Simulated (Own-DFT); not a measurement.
# Response to strain: rock-salt HfC, 64 atoms (C32Hf32)

These are calculations, not measurements. The program, named Own-DFT, is a retired in-house plane-wave density functional code that no person has reviewed. Each row is one single-point run on a periodic cell that was not relaxed, without spin or spin-orbit coupling.

Settings of every run: PBE; PseudoDojo norm-conserving scalar-relativistic files; cutoff 42 hartree; 4 x 4 x 4 k mesh centred on Gamma; cold (Marzari-Vanderbilt) smearing of 0.2 eV.

Known limits: hafnium file: forces about 75 meV/angstrom off all-electron values; forces on such cells failed a check on a denser k mesh; stress not checked against mesh or cutoff.

Unstrained cell vectors in Å: (3.784, -5.351, 6.554); (-3.784, 5.351, 6.554); (-7.568, -5.351, 0.000). The unstrained cell was taken from the Materials Project. The random moves and any unrelaxed bonds add to the pressure at no strain. Each run strains this cell uniformly, with the atoms carried along. Every atom was also moved at random, by a Gaussian of width 0.05 Å on each axis. Strain is the symmetric tensor, in per cent. Stress is positive in tension, and the pressure is minus a third of its trace.

| run | e_xx (%) | e_yy (%) | e_zz (%) | e_yz (%) | e_xz (%) | e_xy (%) | s_xx (GPa) | s_yy (GPa) | s_zz (GPa) | s_yz (GPa) | s_xz (GPa) | s_xy (GPa) | P (GPa) | E (meV/atom) |
|---|---|---|---|---|---|---|---|---|---|---|---|---|---|---|
| 1 | -1.94 | 0.29 | 1.95 | 1.04 | -0.13 | 0.29 | -11.61 | -3.95 | 1.70 | 3.92 | -0.73 | 0.47 | 4.62 | 26.7 |
| 2 | -1.39 | 1.18 | 0.66 | 1.72 | -0.11 | -0.52 | -10.33 | -0.60 | -1.49 | 6.32 | -0.87 | -3.13 | 4.14 | 14.1 |
| 3 | -1.09 | -0.90 | -0.56 | -0.86 | -1.85 | 1.81 | -12.00 | -12.28 | -11.52 | -2.62 | -7.12 | 7.83 | 11.94 | 41.9 |
| 4 | -1.89 | 0.53 | 0.09 | 0.19 | 1.87 | 1.29 | -13.74 | -5.83 | -7.53 | -0.41 | 7.38 | 4.93 | 9.03 | 43.3 |
| 5 | 0.17 | -1.90 | 0.87 | -0.79 | 1.93 | 0.76 | -5.77 | -13.40 | -4.63 | -4.06 | 7.50 | 3.58 | 7.93 | 32.4 |
| 6 | -1.31 | 1.08 | 0.68 | 1.20 | -1.68 | 1.33 | -9.60 | -1.89 | -3.43 | 5.41 | -6.94 | 4.78 | 4.97 | 40.6 |
| 7 | -0.91 | 1.28 | -1.77 | -1.76 | -1.31 | 0.92 | -10.04 | -2.88 | -13.75 | -6.37 | -3.99 | 3.94 | 8.89 | 37.1 |
| 8 | -1.31 | -0.46 | 1.55 | -1.84 | -0.15 | -0.24 | -10.57 | -7.53 | -0.02 | -6.90 | -0.12 | -1.59 | 6.04 | 22.2 |
| 9 | 1.07 | 1.56 | -0.41 | 0.56 | 0.84 | 0.38 | 1.97 | 3.40 | -3.34 | 1.80 | 2.82 | 1.47 | -0.67 | 0.0 |
| 10 | -1.96 | 0.49 | -0.38 | 1.49 | 0.38 | -0.11 | -14.63 | -6.00 | -8.60 | 6.09 | 1.03 | -0.85 | 9.74 | 16.5 |
| 11 | -1.44 | -1.33 | -1.53 | 1.75 | 0.05 | -0.54 | -17.24 | -16.90 | -17.46 | 7.76 | -0.99 | -1.84 | 17.20 | 50.1 |
| 12 | -1.57 | -0.19 | -0.11 | 0.83 | 1.17 | 1.32 | -12.83 | -8.49 | -8.39 | 2.63 | 4.46 | 5.10 | 9.90 | 26.5 |
| 13 | -0.95 | 1.19 | 0.31 | 0.02 | 1.52 | 1.08 | -7.63 | -0.24 | -3.30 | -0.84 | 5.93 | 3.57 | 3.72 | 19.3 |
| 14 | 0.08 | 0.27 | -1.89 | -1.85 | 0.47 | 1.92 | -6.82 | -7.72 | -16.19 | -8.68 | 3.46 | 8.35 | 10.24 | 48.7 |
| 15 | 1.16 | -1.12 | -1.63 | 1.97 | 0.24 | 1.39 | -3.10 | -12.17 | -15.28 | 8.83 | -0.51 | 6.48 | 10.18 | 44.4 |
| 16 | -0.07 | 0.23 | -1.50 | 0.21 | 1.92 | 1.38 | -7.22 | -7.02 | -13.41 | -0.12 | 7.30 | 5.97 | 9.22 | 33.9 |
| 17 | -0.88 | -1.82 | -0.73 | -1.09 | 0.61 | -0.44 | ? | ? | ? | ? | ? | ? | ? | ? |

E is the free energy for each atom above the lowest run shown.

## Worked fit

Each stress component was fitted by least squares to a constant and the strains of the runs shown, as fractions, with shears doubled. Shear strains stay in the fit of a normal stress only where such slopes are resolved. The slopes, in GPa:

| stress | at no strain | per e_xx | per e_yy | per e_zz | scatter |
|---|---|---|---|---|---|
| s_xx | -5.1 | 504 ± 13 | 143 ± 12 | 134 ± 11 | 0.47 |
| s_yy | -5.6 | 140 ± 12 | 501 ± 11 | 154 ± 10 | 0.44 |
| s_zz | -6.0 | 115 ± 20 | 173 ± 17 | 513 ± 17 | 0.70 |

Each shear stress against twice its own strain: yz 206 ± 5, xz 197 ± 3, xy 208 ± 3 GPa. These are stiffnesses along x, y and z of the frame in which the cell vectors are given, which need not be the crystal's axes. The atoms are held to the strained lattice; where symmetry lets them move under strain, relaxing them would lower some slopes. The table should be nearly symmetric about its diagonal, and what it lacks of that shows the noise. A ninth of its sum, 264 ± 7 GPa, estimates the bulk modulus near the mean pressure of these runs, 7.9 GPa, so it lies above the value at zero pressure.

## Withheld run

Question: what normal stresses and pressure should run 17 give?

The fit gives s_xx = -13.1, s_yy = -17.1, s_zz = -13.9 and P = 14.7 GPa. The calculation gave -13.63, -16.70, -12.47 and P = 14.27 GPa.
